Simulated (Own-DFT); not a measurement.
Si4SnGe11 (diamond-structure random alloy, strained, atoms displaced) (calculated)

Computed with Own-DFT development build. A calculation, not a measurement: plane-wave density functional theory by an unreviewed code, no spin, of a simulated periodic cell, stress positive in tension, run twice, with PBE and with PBEsol, both on files made for PBE, so the change isn't that of files made for PBEsol, forces on such cells moved up to 12 meV/angstrom on a denser k mesh; the far tail of each file's local potential was reset to the Coulomb form; each entry is a single point on an unrelaxed cell, so the pressure reflects the starting lattice, mostly measured values (interpolated for alloys), from which strain is counted, and rises with the displacements; printed positions are rounded, which can move forces by about a meV/angstrom; the program, named Own-DFT, is a retired in-house code; no spin-orbit coupling; stress was not checked against mesh or cutoff.

Si4SnGe11 (diamond-structure random alloy, strained, atoms displaced)

```
CELL_PARAMETERS angstrom
11.36290 0.00000 0.00000
0.00000 11.36290 0.00000
0.00000 0.00000 11.30640
ATOMIC_POSITIONS crystal
Ge 0.00276 0.99627 0.00241
Ge 0.99998 0.25655 0.25390
Ge 0.24737 0.00659 0.25614
Ge 0.24750 0.24812 0.99986
Si 0.13444 0.11973 0.12015
Si 0.12456 0.37135 0.37703
Ge 0.36795 0.12592 0.38968
Sn 0.38298 0.37160 0.12766
Ge 0.99454 0.99229 0.49169
Ge 0.00242 0.24302 0.75267
Ge 0.25245 0.99751 0.75349
Sn 0.25571 0.25185 0.49690
Si 0.12472 0.12223 0.62468
Si 0.12805 0.36856 0.87630
Ge 0.36555 0.13271 0.87967
Ge 0.37799 0.37465 0.62065
Ge 0.00586 0.50670 0.99781
Ge 0.00353 0.75558 0.25420
Ge 0.24813 0.49652 0.25718
Ge 0.24112 0.74437 0.99248
Ge 0.12055 0.62672 0.12502
Ge 0.12382 0.87505 0.37132
Ge 0.37940 0.63259 0.38086
Ge 0.36939 0.88264 0.12606
Ge 0.99637 0.49382 0.49835
Ge 0.00443 0.74525 0.75199
Si 0.25535 0.51310 0.74743
Sn 0.25002 0.74735 0.49659
Si 0.11946 0.61827 0.62761
Si 0.11621 0.87699 0.87818
Ge 0.37863 0.62679 0.87354
Ge 0.37394 0.88037 0.62029
Si 0.49502 0.00078 0.00339
Ge 0.50130 0.25502 0.24991
Ge 0.74873 0.99866 0.24798
Si 0.74396 0.25497 0.99568
Ge 0.62577 0.12800 0.12961
Ge 0.63196 0.36802 0.37235
Ge 0.88307 0.12440 0.37782
Ge 0.87241 0.37996 0.13017
Si 0.50392 0.99571 0.50043
Si 0.49886 0.24903 0.75172
Ge 0.75402 0.00958 0.74623
Ge 0.74499 0.24789 0.50328
Ge 0.62976 0.12375 0.62289
Ge 0.62120 0.37243 0.87623
Si 0.87618 0.13134 0.87591
Si 0.87908 0.37310 0.62519
Ge 0.49567 0.49265 0.99944
Ge 0.49935 0.74133 0.25211
Sn 0.74778 0.50283 0.23955
Ge 0.75604 0.75659 0.00581
Ge 0.62041 0.62572 0.12584
Si 0.62036 0.87439 0.37425
Ge 0.87310 0.61940 0.38487
Ge 0.88241 0.87895 0.13096
Si 0.50462 0.50021 0.49600
Ge 0.50088 0.75505 0.74998
Ge 0.76198 0.49699 0.75715
Si 0.74809 0.74800 0.49706
Ge 0.63094 0.62131 0.62032
Ge 0.62809 0.87368 0.87637
Ge 0.86593 0.62412 0.87683
Ge 0.87612 0.86855 0.62411
```

* functional: PBE, then PBEsol
* potential files: PseudoDojo norm-conserving, scalar-relativistic, standard set
* wave cutoff: 49 hartree
* occupations: Fermi-Dirac
* smearing width: 0.1 eV
* k mesh: 3 x 3 x 3 centred on Gamma
* PBE pressure: 3.65 GPa
* PBE stress xx: -3.51 GPa
* PBE stress yy: -3.55 GPa
* PBE stress zz: -3.88 GPa
* PBE stress yz: -0.2 GPa
* PBE stress xz: 0.13 GPa
* PBE stress xy: 0.92 GPa
* PBEsol pressure: 1.02 GPa
* PBEsol stress xx: -0.89 GPa
* PBEsol stress yy: -0.92 GPa
* PBEsol stress zz: -1.24 GPa
* PBEsol stress yz: -0.19 GPa
* PBEsol stress xz: 0.13 GPa
* PBEsol stress xy: 0.88 GPa
* rms change of force components from PBE to PBEsol: 0.051 eV/Å

Force:
```tsv
force element	PBE force x (eV/Å)	PBE force y (eV/Å)	PBE force z (eV/Å)	PBEsol force x (eV/Å)	PBEsol force y (eV/Å)	PBEsol force z (eV/Å)
Ge	-0.285	1.289	-0.266	-0.312	1.213	-0.217
Ge	0.593	-0.885	-0.921	0.51	-0.862	-0.891
Ge	0.246	-0.159	-0.322	0.266	-0.195	-0.275
Ge	-1.055	0.224	0.172	-0.944	0.197	0.152
Si	-1.185	0.652	0.679	-1.151	0.631	0.667
Si	-0.853	1.305	-0.81	-0.841	1.282	-0.798
Ge	3.702	-2.828	-3.131	3.548	-2.718	-3.069
Sn	-2.688	0.403	-0.118	-2.6	0.39	-0.116
Ge	0.931	0.324	1.475	0.88	0.294	1.393
Ge	0.185	0.646	-0.478	0.18	0.627	-0.467
Ge	-1.002	0.351	-0.057	-0.917	0.348	-0.062
Sn	-2.961	1.074	2.167	-2.788	1.032	2.107
Si	-0.571	-1.079	0.351	-0.558	-1.061	0.346
Si	0.084	1.385	-0.674	0.062	1.328	-0.633
Ge	1.703	-1.169	-0.756	1.585	-1.131	-0.719
Ge	1.419	2.016	1.813	1.349	1.923	1.719
Ge	-0.663	-1.337	-0.345	-0.672	-1.252	-0.292
Ge	-0.783	-1.307	-0.078	-0.744	-1.248	-0.088
Ge	-0.5	1.089	0.315	-0.455	1.085	0.275
Ge	0.444	1.042	0.529	0.447	0.973	0.544
Ge	0.679	-0.065	0.749	0.651	-0.059	0.706
Ge	-0.113	1.079	-0.348	-0.125	1.05	-0.345
Ge	1.167	-2.97	-1.254	1.113	-2.843	-1.257
Ge	0.127	-1.013	-0.107	0.09	-1.005	-0.066
Ge	0.842	-0.268	0.701	0.78	-0.219	0.638
Ge	-0.502	0.161	0.105	-0.554	0.164	0.099
Si	-0.646	-1.773	0.039	-0.559	-1.742	0.061
Sn	-1.562	0.378	1.648	-1.472	0.413	1.555
Si	0.052	-0.402	0.214	-0.008	-0.356	0.168
Si	1.023	-0.579	-0.797	1.003	-0.574	-0.772
Ge	-0.142	0.019	-0.024	-0.113	0.051	0.01
Ge	1.02	0.381	1.084	0.956	0.337	1.094
Si	0.508	0.431	-0.338	0.493	0.425	-0.326
Ge	1.263	-2.726	2.401	1.252	-2.635	2.319
Ge	0.039	0.209	0.853	0.073	0.236	0.789
Si	1.04	-0.69	0.792	0.973	-0.63	0.812
Ge	-0.249	-0.238	-1.131	-0.247	-0.226	-1.033
Ge	-1.245	0.539	0.922	-1.197	0.489	0.863
Ge	-1.312	0.378	-0.486	-1.266	0.354	-0.468
Ge	1.931	-2.001	-2.829	1.889	-1.908	-2.706
Si	-0.043	0.476	-0.165	-0.089	0.511	-0.114
Si	-0.123	-0.173	-0.37	-0.123	-0.165	-0.363
Ge	0.525	-1.03	0.863	0.477	-1.023	0.791
Ge	1.566	0.386	-0.107	1.483	0.342	-0.133
Ge	-1.634	-0.004	0.375	-1.508	0.001	0.363
Ge	0.3	0.069	-0.747	0.284	0.135	-0.708
Si	-0.473	-0.354	0.673	-0.428	-0.38	0.615
Si	-0.33	-0.572	0.43	-0.326	-0.557	0.419
Ge	1.512	2.287	-1.456	1.479	2.216	-1.414
Ge	-0.128	1.86	-0.445	-0.151	1.758	-0.448
Sn	-0.154	0.476	2.248	-0.144	0.447	2.186
Ge	-0.594	-0.324	0.058	-0.576	-0.321	0.043
Ge	-0.983	1.221	-2.079	-0.956	1.177	-1.995
Si	0.552	-0.434	0.048	0.546	-0.44	-0.033
Ge	0.351	1.522	-0.507	0.374	1.435	-0.514
Ge	-0.508	-0.261	-0.035	-0.492	-0.257	-0.036
Si	0.137	-0.422	0.085	0.132	-0.414	0.082
Ge	0.334	-0.406	-0.612	0.323	-0.396	-0.581
Ge	-1.37	-0.843	-1.397	-1.352	-0.771	-1.312
Si	-0.175	0.627	0.132	-0.132	0.575	0.166
Ge	-0.261	0	0.517	-0.254	0.003	0.551
Ge	-0.222	1.124	0.173	-0.194	1.055	0.14
Ge	1.493	0.853	0.648	1.454	0.817	0.63
Ge	-0.452	0.036	-0.067	-0.407	0.069	-0.048
```
